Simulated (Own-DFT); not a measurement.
# Point defects and the pressure they add: zincblende GaAs

No measurement is shown. These are fixed-geometry runs of a retired plane-wave code named Own-DFT, which no person has reviewed; spin and spin-orbit coupling are neglected.

Method: PBE; PseudoDojo norm-conserving scalar-relativistic files; cutoff 42 hartree; 3 x 3 x 3 k mesh centred on Gamma; Fermi-Dirac smearing of 0.1 eV.

Keep in mind (not all hold for every row): not probed for a lower state with spin; forces not confirmed at this smearing and k mesh; stress not checked against mesh or cutoff.

All runs share one cell, with vectors in Å (10.862, 0.000, 0.000); (0.000, 10.862, 0.000); (0.000, 0.000, 11.796) and a volume of 1391.7 Å³, strained against the parent crystal. u is the rms random offset of the atoms per axis. The defect's site can differ from row to row.

```
                             cell     formula   u (Å)  P (GPa)
                        no defect    As32Ga32  0.0316     6.68
                        no defect    As32Ga32  0.0455     6.96
                        no defect    As32Ga32  0.0535     7.07
              one Al on a Ga site  AlAs32Ga31  0.0279     6.62
              one Al on a Ga site  AlAs32Ga31  0.0497     7.06
              one Al on a Ga site  AlAs32Ga31  0.0525     7.23
              one In on a Ga site  As32Ga31In  0.0280        ?
              one In on a Ga site  As32Ga31In  0.0286     7.45
              one In on a Ga site  As32Ga31In  0.0304     7.42
              one In on a Ga site  As32Ga31In  0.0307     7.48
one As vacancy and one Ga vacancy    As31Ga31  0.0273     5.90
one As vacancy and one Ga vacancy    As31Ga31  0.0311     6.05
one As vacancy and one Ga vacancy    As31Ga31  0.0506     6.44
              one P on an As site   As31Ga32P  0.0341     6.44
              one P on an As site   As31Ga32P  0.0475     6.65
              one P on an As site   As31Ga32P  0.0521     6.72
```

## What the rows give

P = P0 + c u² + a shift for each defect gives P0 = 6.41 GPa, c = 248 ± 20 GPa/Å² and a scatter of 0.05 GPa. The shifts, and each times the cell's volume:

- one In on a Ga site: 0.82 ± 0.05 GPa, 7.1 eV
- one Al on a Ga site: 0.06 ± 0.04 GPa, 0.5 eV (not resolved)
- one P on an As site: -0.32 ± 0.04 GPa, -2.8 eV
- one As vacancy and one Ga vacancy: -0.64 ± 0.05 GPa, -5.5 eV

A positive shift means that the defect pushes the cell outwards. Shift times volume (160.2 GPa Å³ is 1 eV) depends little on the cell's size, so, taken for each site, it can be compared between cells at like pressure. The atoms around the defects weren't relaxed, which would change these numbers.

## Withheld run

Q: what pressure belongs in the blank (one In on a Ga site, u = 0.0280 Å)?

From the fit: 7.42 ± 0.06 GPa. Computed: 7.36 GPa.
